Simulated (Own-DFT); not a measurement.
# Computed records: Si7Ge (layered order of Si and Ge on the diamond lattice, atoms displaced)

All values are calculated (Own-DFT development build). A calculation, not a measurement: plane-wave PBE density functional theory by an unreviewed code, no spin, of a simulated periodic cell, stress positive in tension, free energy of the whole cell less one offset for each atom, forces on such cells passed a denser k mesh, this cell's mesh not checked; offsets are fitted by least squares, one for each functional and potential file, so energies compare only between cells with the same atoms and settings and are not formation energies; the far tail of each file's local potential was reset to the Coulomb form; each entry is a single point on an unrelaxed cell, so the pressure reflects the starting lattice, mostly measured values, from which strain is counted, and rises with the displacements; printed positions are rounded, which can move forces by about a meV/angstrom; the program is a retired in-house code; no spin-orbit coupling.

Settings shared by all entries: functional PBE; potential files PseudoDojo norm-conserving, scalar-relativistic, standard set; wave cutoff 42 hartree; occupations Fermi-Dirac; smearing width 0.1 eV; k mesh 3 x 3 x 3 centred on Gamma.

```json
{"entry": 1, "formula": "Si7Ge", "kind": "layered order of Si and Ge on the diamond lattice, atoms displaced", "structure": {"cell_angstrom": [[10.9187, 0.0, 0.0], [0.0, 10.9187, 0.0], [0.0, 0.0, 10.9187]], "atoms_fractional": [["Ge", 0.9965, 0.99833, 0.00545], ["Si", 0.00321, 0.24752, 0.25002], ["Si", 0.24664, 0.99838, 0.25112], ["Ge", 0.25157, 0.24905, 0.99835], ["Si", 0.12207, 0.12557, 0.12631], ["Si", 0.12818, 0.37796, 0.38129], ["Si", 0.37617, 0.12666, 0.37494], ["Si", 0.37417, 0.3779, 0.12907], ["Si", 0.99918, 0.99905, 0.50626], ["Si", 0.00261, 0.24863, 0.74638], ["Si", 0.25011, 0.99761, 0.7509], ["Si", 0.24797, 0.24917, 0.50134], ["Si", 0.12321, 0.11988, 0.627], ["Si", 0.12885, 0.37382, 0.87356], ["Si", 0.37329, 0.12442, 0.87934], ["Si", 0.37742, 0.37287, 0.62137], ["Ge", 0.9983, 0.49992, 0.00014], ["Si", 0.00346, 0.75104, 0.24788], ["Si", 0.24836, 0.50022, 0.24949], ["Ge", 0.24983, 0.75437, 0.00308], ["Si", 0.12404, 0.63013, 0.12669], ["Si", 0.12643, 0.87223, 0.3767], ["Si", 0.37543, 0.6256, 0.37223], ["Si", 0.37434, 0.87465, 0.12488], ["Si", 0.00528, 0.49817, 0.50894], ["Si", 0.99979, 0.7467, 0.74474], ["Si", 0.24815, 0.50122, 0.74692], ["Si", 0.2475, 0.75419, 0.4968], ["Si", 0.12349, 0.62606, 0.62145], ["Si", 0.12521, 0.87448, 0.87638], ["Si", 0.37275, 0.62937, 0.87742], ["Si", 0.37201, 0.87455, 0.62107], ["Ge", 0.49837, 0.00162, 0.99831], ["Si", 0.50122, 0.25072, 0.25223], ["Si", 0.74554, 0.99615, 0.24614], ["Ge", 0.7511, 0.2497, 0.00184], ["Si", 0.62032, 0.12608, 0.12751], ["Si", 0.62538, 0.37726, 0.37629], ["Si", 0.87249, 0.12426, 0.3709], ["Si", 0.87667, 0.37736, 0.12602], ["Si", 0.50056, 0.99816, 0.49783], ["Si", 0.50146, 0.25167, 0.75771], ["Si", 0.75226, 0.0043, 0.75073], ["Si", 0.74749, 0.25015, 0.50038], ["Si", 0.62313, 0.12625, 0.62535], ["Si", 0.62645, 0.37731, 0.87469], ["Si", 0.8736, 0.12852, 0.87516], ["Si", 0.87211, 0.37046, 0.62447], ["Ge", 0.49432, 0.49873, 0.00026], ["Si", 0.50022, 0.75172, 0.25091], ["Si", 0.74953, 0.50131, 0.2509], ["Ge", 0.75118, 0.75366, 0.99539], ["Si", 0.62717, 0.62195, 0.12495], ["Si", 0.62516, 0.87468, 0.37836], ["Si", 0.87378, 0.62757, 0.3724], ["Si", 0.87197, 0.87465, 0.12528], ["Si", 0.49809, 0.49888, 0.5025], ["Si", 0.50116, 0.74724, 0.7465], ["Si", 0.74789, 0.50569, 0.74983], ["Si", 0.75034, 0.74788, 0.50295], ["Si", 0.62778, 0.6154, 0.62567], ["Si", 0.62245, 0.87486, 0.87189], ["Si", 0.87498, 0.62333, 0.8704], ["Si", 0.8741, 0.87406, 0.62457]]}, "results": {"free_energy_of_cell_above_offsets [eV]": "-5.349", "pressure [GPa]": 2.19, "stress_xx [GPa]": -2.21, "stress_yy [GPa]": -2.18, "stress_zz [GPa]": -2.17, "stress_yz [GPa]": -0.06, "stress_xz [GPa]": -0.09, "stress_xy [GPa]": -0.05, "force_element": ["Ge", "Si", "Si", "Ge", "Si", "Si", "Si", "Si", "Si", "Si", "Si", "Si", "Si", "Si", "Si", "Si", "Ge", "Si", "Si", "Ge", "Si", "Si", "Si", "Si", "Si", "Si", "Si", "Si", "Si", "Si", "Si", "Si", "Ge", "Si", "Si", "Ge", "Si", "Si", "Si", "Si", "Si", "Si", "Si", "Si", "Si", "Si", "Si", "Si", "Ge", "Si", "Si", "Ge", "Si", "Si", "Si", "Si", "Si", "Si", "Si", "Si", "Si", "Si", "Si", "Si"], "force_x [eV/angstrom]": [0.131, -0.328, 0.436, -0.29, 0.582, -0.405, -0.361, -0.101, -0.222, -0.314, 0.125, 0.299, 0.493, -0.534, 0.123, -0.393, 0.528, -0.792, -0.117, -0.124, 0.169, -0.779, -0.122, 0.245, -1.315, 0.078, 0.53, 0.495, 0.738, -0.567, -0.034, 0.458, 0.197, -0.253, 0.099, -0.333, 0.395, -0.078, 0.111, -0.126, -0.232, -0.314, -0.379, 0.079, -0.093, 0.013, 0.651, 0.22, 0.583, 0.3, 0.205, -0.238, -0.348, 0.11, 0.7, 0.206, 0.104, -0.229, 0.694, -0.188, -0.723, 0.179, 0.199, -0.145], "force_y [eV/angstrom]": [0.383, 0.846, 0.321, 0.261, -0.223, -0.365, -0.319, -0.694, -0.111, 0.159, 0.157, -0.381, 0.394, 0.243, -0.047, -0.137, 0.163, 0.265, 0.288, -0.388, -0.785, 0.825, 0.054, 0.476, -0.008, 0.457, 0.1, -1.04, 0.303, 0.005, -0.348, -0.019, -0.426, 0.359, 0.38, 0.312, -0.106, -0.055, -0.243, -0.438, 0.452, -0.239, -0.434, -0.252, -0.12, 0.137, -0.323, 0.586, 0.304, -0.24, -0.207, -0.692, 0.587, -0.311, -0.385, -0.327, 0.15, 0.031, -1.488, -0.054, 1.308, 0.369, 0.453, 0.082], "force_z [eV/angstrom]": [-0.82, 0.503, -0.058, 0.849, 0.169, -0.62, 0.01, 0.218, -1.213, 0.589, 0.119, 0.097, -0.07, -0.55, -1.331, 0.939, -0.265, 0.486, 0.272, -0.259, -0.035, -0.202, 0.402, 0.869, -1.16, 0.597, 0.094, 0.209, 0.391, -0.654, -0.949, 0.376, 0.352, 0.047, 0.526, 0.182, 0.031, 0.015, 0.442, 0.809, 0.345, -0.766, -0.169, -0.408, 0.204, 0.001, -0.381, 0.368, -0.082, -0.23, -0.002, 0.178, 0.109, -0.249, 0.557, 0.63, -0.69, -0.041, 0.269, -0.25, -0.535, -0.627, -0.053, 0.42]}}
{"entry": 2, "formula": "Si7Ge", "kind": "layered order of Si and Ge on the diamond lattice, atoms displaced", "structure": {"cell_angstrom": [[10.9187, 0.0, 0.0], [0.0, 10.9187, 0.0], [0.0, 0.0, 10.9187]], "atoms_fractional": [["Ge", 0.99564, 0.00201, 0.00556], ["Si", 0.99891, 0.24854, 0.25002], ["Si", 0.25525, 0.00245, 0.24771], ["Ge", 0.25122, 0.25106, 0.99725], ["Si", 0.12237, 0.12305, 0.12616], ["Si", 0.12848, 0.37263, 0.37558], ["Si", 0.37193, 0.12435, 0.37166], ["Si", 0.37013, 0.3789, 0.11981], ["Si", 0.9982, 0.99865, 0.49869], ["Si", 0.0021, 0.25367, 0.7504], ["Si", 0.25433, 0.99983, 0.75373], ["Si", 0.2524, 0.24427, 0.49862], ["Si", 0.12574, 0.12561, 0.62666], ["Si", 0.12371, 0.37575, 0.8772], ["Si", 0.37587, 0.12913, 0.88163], ["Si", 0.37133, 0.3766, 0.62582], ["Ge", 0.99769, 0.49842, 0.99997], ["Si", 0.9989, 0.7507, 0.2536], ["Si", 0.25112, 0.49946, 0.25025], ["Ge", 0.25084, 0.74787, 0.9951], ["Si", 0.13339, 0.62677, 0.1263], ["Si", 0.12455, 0.87543, 0.37631], ["Si", 0.37807, 0.62115, 0.3809], ["Si", 0.37279, 0.875, 0.12338], ["Si", 0.99915, 0.50143, 0.50086], ["Si", 0.00158, 0.74819, 0.75041], ["Si", 0.24792, 0.50466, 0.74653], ["Si", 0.248, 0.74791, 0.50294], ["Si", 0.12503, 0.6263, 0.62854], ["Si", 0.12202, 0.87116, 0.87542], ["Si", 0.37461, 0.62347, 0.87465], ["Si", 0.37408, 0.87657, 0.62853], ["Ge", 0.49909, 0.99912, 0.00364], ["Si", 0.49811, 0.24892, 0.24722], ["Si", 0.74838, 0.00301, 0.25059], ["Ge", 0.75082, 0.24887, 0.99803], ["Si", 0.6231, 0.12404, 0.12172], ["Si", 0.62553, 0.38066, 0.37178], ["Si", 0.87399, 0.11978, 0.38092], ["Si", 0.87445, 0.37538, 0.1278], ["Si", 0.49965, 0.99983, 0.49907], ["Si", 0.50061, 0.24747, 0.74756], ["Si", 0.74772, 0.00244, 0.74819], ["Si", 0.75065, 0.25086, 0.50297], ["Si", 0.62172, 0.12518, 0.62891], ["Si", 0.62404, 0.37444, 0.87175], ["Si", 0.87775, 0.12605, 0.87547], ["Si", 0.8797, 0.37294, 0.62844], ["Ge", 0.49655, 0.50367, 0.00208], ["Si", 0.49848, 0.75197, 0.24751], ["Si", 0.75219, 0.49871, 0.25339], ["Ge", 0.74884, 0.75086, 0.00117], ["Si", 0.62426, 0.62229, 0.12391], ["Si", 0.62366, 0.87439, 0.37749], ["Si", 0.87467, 0.62141, 0.37636], ["Si", 0.87701, 0.87094, 0.12297], ["Si", 0.50227, 0.49838, 0.49739], ["Si", 0.50041, 0.75233, 0.75174], ["Si", 0.75064, 0.50041, 0.74478], ["Si", 0.75188, 0.75059, 0.49659], ["Si", 0.62171, 0.62025, 0.62472], ["Si", 0.62202, 0.87703, 0.873], ["Si", 0.87584, 0.62263, 0.87155], ["Si", 0.87741, 0.87133, 0.62219]]}, "results": {"free_energy_of_cell_above_offsets [eV]": "-5.158", "pressure [GPa]": 2.22, "stress_xx [GPa]": -2.25, "stress_yy [GPa]": -2.23, "stress_zz [GPa]": -2.2, "stress_yz [GPa]": -0.13, "stress_xz [GPa]": -0.31, "stress_xy [GPa]": 0.32, "force_element": ["Ge", "Si", "Si", "Ge", "Si", "Si", "Si", "Si", "Si", "Si", "Si", "Si", "Si", "Si", "Si", "Si", "Ge", "Si", "Si", "Ge", "Si", "Si", "Si", "Si", "Si", "Si", "Si", "Si", "Si", "Si", "Si", "Si", "Ge", "Si", "Si", "Ge", "Si", "Si", "Si", "Si", "Si", "Si", "Si", "Si", "Si", "Si", "Si", "Si", "Ge", "Si", "Si", "Ge", "Si", "Si", "Si", "Si", "Si", "Si", "Si", "Si", "Si", "Si", "Si", "Si"], "force_x [eV/angstrom]": [0.556, -0.03, -1.076, -0.906, 0.625, -0.432, 0.946, 0.458, 0.642, 0.247, -0.652, -0.324, -0.037, 0.324, 0.416, 0.463, 0.431, 0.427, 0.144, -0.017, -1.225, 0.418, -0.435, 0.016, 0.556, -0.393, 0.109, 0.336, -0.374, 0.085, 0.206, 0.145, -0.076, 0.008, 0.096, -0.193, 0.401, -0.048, -0.211, -0.098, -0.255, -0.672, 0.621, -0.252, 0.353, 0.017, -0.232, -0.543, 0.503, 0.055, -0.173, -0.038, 0.301, 0.129, 0.125, -0.596, -0.321, -0.171, -0.031, -0.466, 0.399, 0.496, -0.416, -0.364], "force_y [eV/angstrom]": [-0.535, -0.057, -0.606, -0.02, 0.505, 0.108, 0.05, -0.483, -0.034, -0.607, 0.25, 0.62, -0.396, 0.237, -0.637, -0.383, 0.511, -0.415, 0.034, 0.352, -0.163, 0.117, 0.699, -0.289, -0.468, 0.136, -0.712, 0.293, -0.001, 0.91, 0.285, -0.229, -0.063, 0.557, -0.638, 0.367, 0.308, -1.29, 0.842, -0.339, 0.099, 0.63, -0.453, 0.045, -0.069, 0.314, -0.076, 0.361, -0.674, -0.444, 0.38, -0.329, 0.418, 0.163, 0.5, 0.397, -0.314, -0.559, -0.322, -0.523, 0.951, 0.04, 0.309, 0.338], "force_z [eV/angstrom]": [-0.826, 0.541, 0.051, 0.59, 0.435, -0.014, 0.315, 1.237, 0.637, 0.297, 0.27, 0.339, -0.037, -0.938, -1.33, -0.376, 0.51, -0.407, 0.405, 0.335, 0.501, -0.223, -0.828, 0.443, 0.145, -0.009, 0.766, -0.116, -0.702, -0.316, -0.978, -0.51, -0.493, -0.114, -0.138, 0.157, 0.962, 0.292, -0.706, 0.257, 0.22, 0.575, 0.194, -0.116, -0.978, -0.226, -0.891, -0.61, -0.651, 0.475, -0.711, -0.673, 1.025, -0.599, -0.111, 1.345, 0.653, -0.3, 0.497, 0.497, -0.205, -0.103, -0.163, 0.428]}}
{"entry": 3, "formula": "Si7Ge", "kind": "layered order of Si and Ge on the diamond lattice, atoms displaced", "structure": {"cell_angstrom": [[10.9187, 0.0, 0.0], [0.0, 10.9187, 0.0], [0.0, 0.0, 10.9187]], "atoms_fractional": [["Ge", 0.99828, 0.0021, 0.99967], ["Si", 0.99777, 0.25388, 0.24588], ["Si", 0.24463, 0.00303, 0.25554], ["Ge", 0.2483, 0.25426, 0.99381], ["Si", 0.12394, 0.12794, 0.13098], ["Si", 0.12042, 0.37411, 0.37559], ["Si", 0.37116, 0.12745, 0.37624], ["Si", 0.37308, 0.37393, 0.12141], ["Si", 0.00405, 0.00058, 0.50025], ["Si", 0.00496, 0.24589, 0.75034], ["Si", 0.25646, 0.0018, 0.75198], ["Si", 0.24923, 0.2443, 0.49927], ["Si", 0.12643, 0.12833, 0.62102], ["Si", 0.12135, 0.37445, 0.87093], ["Si", 0.37368, 0.12693, 0.8765], ["Si", 0.37459, 0.372, 0.62321], ["Ge", 0.99672, 0.49859, 0.99869], ["Si", 0.99874, 0.74643, 0.25292], ["Si", 0.25052, 0.49792, 0.24474], ["Ge", 0.24745, 0.75176, 0.9998], ["Si", 0.12527, 0.62743, 0.12467], ["Si", 0.1235, 0.87461, 0.37568], ["Si", 0.37068, 0.62567, 0.37068], ["Si", 0.38175, 0.87613, 0.1278], ["Si", 0.00181, 0.50314, 0.50062], ["Si", 0.00029, 0.74792, 0.74511], ["Si", 0.25291, 0.50141, 0.74808], ["Si", 0.25216, 0.74947, 0.49801], ["Si", 0.12861, 0.62271, 0.62189], ["Si", 0.12433, 0.87542, 0.87523], ["Si", 0.37694, 0.63025, 0.8775], ["Si", 0.37644, 0.87621, 0.62622], ["Ge", 0.50058, 0.99781, 0.99938], ["Si", 0.50076, 0.25578, 0.25174], ["Si", 0.75488, 0.00102, 0.25189], ["Ge", 0.74391, 0.25215, 0.00088], ["Si", 0.62643, 0.11786, 0.12565], ["Si", 0.62353, 0.37663, 0.37736], ["Si", 0.87444, 0.12501, 0.37408], ["Si", 0.8769, 0.36868, 0.12807], ["Si", 0.50246, 0.99816, 0.49922], ["Si", 0.49519, 0.25589, 0.75048], ["Si", 0.74481, 0.00206, 0.74762], ["Si", 0.7485, 0.25011, 0.50049], ["Si", 0.62292, 0.12603, 0.62781], ["Si", 0.62591, 0.3745, 0.88188], ["Si", 0.87312, 0.12613, 0.87599], ["Si", 0.87189, 0.37204, 0.62222], ["Ge", 0.49757, 0.50178, 0.00234], ["Si", 0.49689, 0.74813, 0.25317], ["Si", 0.74967, 0.50288, 0.25241], ["Ge", 0.7521, 0.74979, 0.99657], ["Si", 0.62386, 0.62499, 0.12607], ["Si", 0.62585, 0.87514, 0.37319], ["Si", 0.8689, 0.62261, 0.37502], ["Si", 0.8781, 0.87826, 0.12708], ["Si", 0.49901, 0.49433, 0.50014], ["Si", 0.50131, 0.74888, 0.74687], ["Si", 0.7497, 0.49848, 0.74427], ["Si", 0.75205, 0.75127, 0.50196], ["Si", 0.62573, 0.6251, 0.62507], ["Si", 0.62456, 0.87618, 0.87633], ["Si", 0.87241, 0.62031, 0.87214], ["Si", 0.87791, 0.86864, 0.62279]]}, "results": {"free_energy_of_cell_above_offsets [eV]": "-5.093", "pressure [GPa]": 2.25, "stress_xx [GPa]": -2.24, "stress_yy [GPa]": -2.24, "stress_zz [GPa]": -2.26, "stress_yz [GPa]": -0.07, "stress_xz [GPa]": -0.27, "stress_xy [GPa]": 0.35, "force_element": ["Ge", "Si", "Si", "Ge", "Si", "Si", "Si", "Si", "Si", "Si", "Si", "Si", "Si", "Si", "Si", "Si", "Ge", "Si", "Si", "Ge", "Si", "Si", "Si", "Si", "Si", "Si", "Si", "Si", "Si", "Si", "Si", "Si", "Ge", "Si", "Si", "Ge", "Si", "Si", "Si", "Si", "Si", "Si", "Si", "Si", "Si", "Si", "Si", "Si", "Ge", "Si", "Si", "Ge", "Si", "Si", "Si", "Si", "Si", "Si", "Si", "Si", "Si", "Si", "Si", "Si"], "force_x [eV/angstrom]": [0.419, 0.375, 0.764, -0.358, 0.185, 0.621, 0.907, 0.236, -0.633, -1.031, -0.961, -0.106, 0.159, 0.362, 0.511, -0.539, 0.241, -0.115, -0.518, 0.522, -0.315, 0.079, 0.349, -1.355, -0.655, 0.343, -0.013, -0.187, 0.002, -0.093, -0.225, 0.065, -0.179, -0.205, -0.477, 0.879, -0.26, 0.488, 0.428, -1.066, -0.321, 0.736, 0.922, -0.179, -0.352, -0.666, -0.207, 0.949, 0.218, 0.696, -0.226, -0.05, 0.188, 0.16, 0.816, -0.163, -0.249, 0.026, -0.262, -0.557, -0.228, 0.094, 0.257, -0.249], "force_y [eV/angstrom]": [0.143, -0.857, -0.419, -0.562, -0.001, 0.178, -0.412, -0.029, -0.093, 0.252, -0.102, 1.204, -0.945, 0.658, -0.003, 0.301, -0.005, 0.307, -0.005, 0.364, -0.527, -0.313, -0.741, 0.047, -0.485, -0.327, -0.144, 0.333, 0.411, 0.233, -0.401, -0.253, 0.434, -0.916, -0.376, -0.848, 0.84, -0.062, 0.363, 1.308, 0.447, -0.641, -0.536, -0.385, 0.358, 0.861, 0.052, 0.14, -0.003, 0.139, -0.867, 0.123, 0.324, -0.149, 0.407, -0.742, 1.087, 0.32, -0.326, -0.256, -0.239, -0.336, 0.364, 1.305], "force_z [eV/angstrom]": [0.212, 1.193, -0.603, 0.785, -0.595, -0.155, -0.254, 0.681, -0.01, -0.343, -0.309, -0.153, 0.825, -0.507, -0.491, -0.091, 0.349, -0.167, 0.423, 0.38, 0.391, 0.073, 0.537, 0.545, -0.157, 0.726, 0.359, 0.224, 0.221, -0.963, -0.933, -0.336, -0.025, -0.427, -0.163, 0.565, 0.801, -0.252, 0.365, -0.252, -0.016, 0.498, 0.257, -0.235, -0.372, -1.754, -0.79, 0.286, -0.145, -0.243, -0.562, 0.607, 0.434, 0.166, 0.46, 0.29, -0.057, 0.481, 0.718, -0.492, -0.417, -1.08, -0.784, 0.28]}}
{"entry": 4, "formula": "Si7Ge", "kind": "layered order of Si and Ge on the diamond lattice, atoms displaced", "structure": {"cell_angstrom": [[10.9187, 0.0, 0.0], [0.0, 10.9187, 0.0], [0.0, 0.0, 10.9187]], "atoms_fractional": [["Ge", 0.00076, 0.00063, 0.00227], ["Si", 0.99431, 0.24863, 0.25553], ["Si", 0.24874, 0.00077, 0.25241], ["Ge", 0.25294, 0.25052, 0.00074], ["Si", 0.12654, 0.12081, 0.12089], ["Si", 0.1237, 0.38041, 0.37332], ["Si", 0.37753, 0.12401, 0.37245], ["Si", 0.37547, 0.37667, 0.12491], ["Si", 0.00504, 0.99823, 0.50057], ["Si", 0.99701, 0.25304, 0.75043], ["Si", 0.25058, 0.99916, 0.74921], ["Si", 0.24943, 0.24896, 0.49973], ["Si", 0.12643, 0.12181, 0.62888], ["Si", 0.12837, 0.37118, 0.88092], ["Si", 0.37372, 0.12676, 0.87767], ["Si", 0.37071, 0.37451, 0.62452], ["Ge", 0.99954, 0.49671, 0.99897], ["Si", 0.00275, 0.74741, 0.25117], ["Si", 0.24826, 0.49868, 0.25144], ["Ge", 0.24648, 0.75004, 0.99716], ["Si", 0.12752, 0.62245, 0.12129], ["Si", 0.12772, 0.86885, 0.3709], ["Si", 0.37538, 0.62431, 0.37576], ["Si", 0.37097, 0.87906, 0.11963], ["Si", 0.99918, 0.50593, 0.49742], ["Si", 0.00118, 0.75, 0.74985], ["Si", 0.24707, 0.49529, 0.75066], ["Si", 0.24716, 0.75252, 0.5037], ["Si", 0.12621, 0.62228, 0.62028], ["Si", 0.12424, 0.8782, 0.87542], ["Si", 0.37201, 0.62758, 0.87171], ["Si", 0.37217, 0.87527, 0.62597], ["Ge", 0.49451, 0.00237, 0.99956], ["Si", 0.50033, 0.25163, 0.25186], ["Si", 0.75214, 0.00049, 0.25422], ["Ge", 0.74229, 0.25022, 0.00231], ["Si", 0.62467, 0.12639, 0.12557], ["Si", 0.62572, 0.3791, 0.37137], ["Si", 0.87432, 0.1291, 0.37998], ["Si", 0.87275, 0.37523, 0.12597], ["Si", 0.49708, 0.99839, 0.49418], ["Si", 0.49854, 0.24801, 0.75082], ["Si", 0.75306, 0.00226, 0.75284], ["Si", 0.7503, 0.24611, 0.50367], ["Si", 0.6287, 0.12371, 0.62249], ["Si", 0.62596, 0.37148, 0.87742], ["Si", 0.87512, 0.12505, 0.87928], ["Si", 0.87908, 0.37352, 0.62407], ["Ge", 0.4997, 0.49834, 0.00105], ["Si", 0.50156, 0.74847, 0.25159], ["Si", 0.74826, 0.50143, 0.24638], ["Ge", 0.7481, 0.74582, 0.99905], ["Si", 0.62074, 0.62074, 0.12636], ["Si", 0.62506, 0.87447, 0.37228], ["Si", 0.87529, 0.62703, 0.37161], ["Si", 0.87515, 0.87293, 0.12219], ["Si", 0.50342, 0.49407, 0.50329], ["Si", 0.50241, 0.75196, 0.74676], ["Si", 0.74693, 0.50107, 0.75061], ["Si", 0.74774, 0.74918, 0.50122], ["Si", 0.62289, 0.62535, 0.62661], ["Si", 0.62616, 0.8765, 0.87687], ["Si", 0.87493, 0.6312, 0.87572], ["Si", 0.87747, 0.87674, 0.62618]]}, "results": {"free_energy_of_cell_above_offsets [eV]": "-5.074", "pressure [GPa]": 2.22, "stress_xx [GPa]": -2.24, "stress_yy [GPa]": -2.23, "stress_zz [GPa]": -2.2, "stress_yz [GPa]": 0.37, "stress_xz [GPa]": 0.2, "stress_xy [GPa]": -0.34, "force_element": ["Ge", "Si", "Si", "Ge", "Si", "Si", "Si", "Si", "Si", "Si", "Si", "Si", "Si", "Si", "Si", "Si", "Ge", "Si", "Si", "Ge", "Si", "Si", "Si", "Si", "Si", "Si", "Si", "Si", "Si", "Si", "Si", "Si", "Ge", "Si", "Si", "Ge", "Si", "Si", "Si", "Si", "Si", "Si", "Si", "Si", "Si", "Si", "Si", "Si", "Ge", "Si", "Si", "Ge", "Si", "Si", "Si", "Si", "Si", "Si", "Si", "Si", "Si", "Si", "Si", "Si"], "force_x [eV/angstrom]": [-0.31, 0.858, 0.176, -0.086, -0.168, -0.243, -0.488, -0.109, -0.236, 0.704, 0.14, -0.216, -0.29, -0.666, -0.011, 0.52, -0.206, -0.178, 0.479, 0.271, -0.381, -0.242, 0.021, 0.155, -0.191, 0.238, 0.082, 0.577, -0.219, -0.116, 0.46, 0.501, 0.89, 0.02, 0.089, 1.236, -0.389, 0.337, 0.19, 0.001, 0.42, 0.176, -0.127, -0.08, -0.91, -0.58, -0.158, -0.678, -0.332, -0.634, 0.412, -0.358, 0.265, 0.063, -0.535, -0.081, -0.576, -0.39, 0.634, 0.35, 0.193, -0.246, 0.231, -0.258], "force_y [eV/angstrom]": [-0.305, 0.301, -0.177, -0.233, 0.882, -0.83, 0.425, -0.212, 0.001, -0.628, 0.199, -0.054, 0.602, 0.213, -0.205, -0.344, 0.398, 0.023, 0.408, 0.175, -0.056, 0.712, -0.087, -0.767, -0.639, 0.064, 0.49, -0.494, 0.228, -0.258, -0.374, 0.122, -0.073, 0.022, 0.101, -0.159, -0.619, -0.727, -1.018, -0.333, -0.075, 0.129, -0.257, 1.147, -0.408, 0.575, 0.518, 0.721, 0.238, 0.348, 0.068, 0.39, 0.598, -0.108, -0.045, -0.016, 0.677, 0.127, -0.168, 0.248, -0.279, 0.105, -1.092, -0.216], "force_z [eV/angstrom]": [-0.368, -0.921, -0.483, 0.551, 1.568, 0.415, 0.211, 0.971, -0.34, 0.493, 0.608, -0.226, -0.327, -1.306, -1.285, 0.178, 0.008, -0.904, -0.426, 0.058, 0.944, 0.559, 0.489, 1.406, -0.025, -0.209, -0.014, -0.517, 0.909, -0.827, -0.488, -0.261, 0.064, -0.389, -0.59, 0.03, 1.027, 0.641, 0.107, 0.434, 0.699, -0.323, -0.183, -0.48, 0.496, -1.168, -0.602, -0.127, -0.72, -0.598, 0.299, 0.587, 0.312, 0.346, 0.269, 1.131, -0.26, 0.52, 0.14, -0.07, -0.319, -0.683, -0.89, -0.139]}}
```
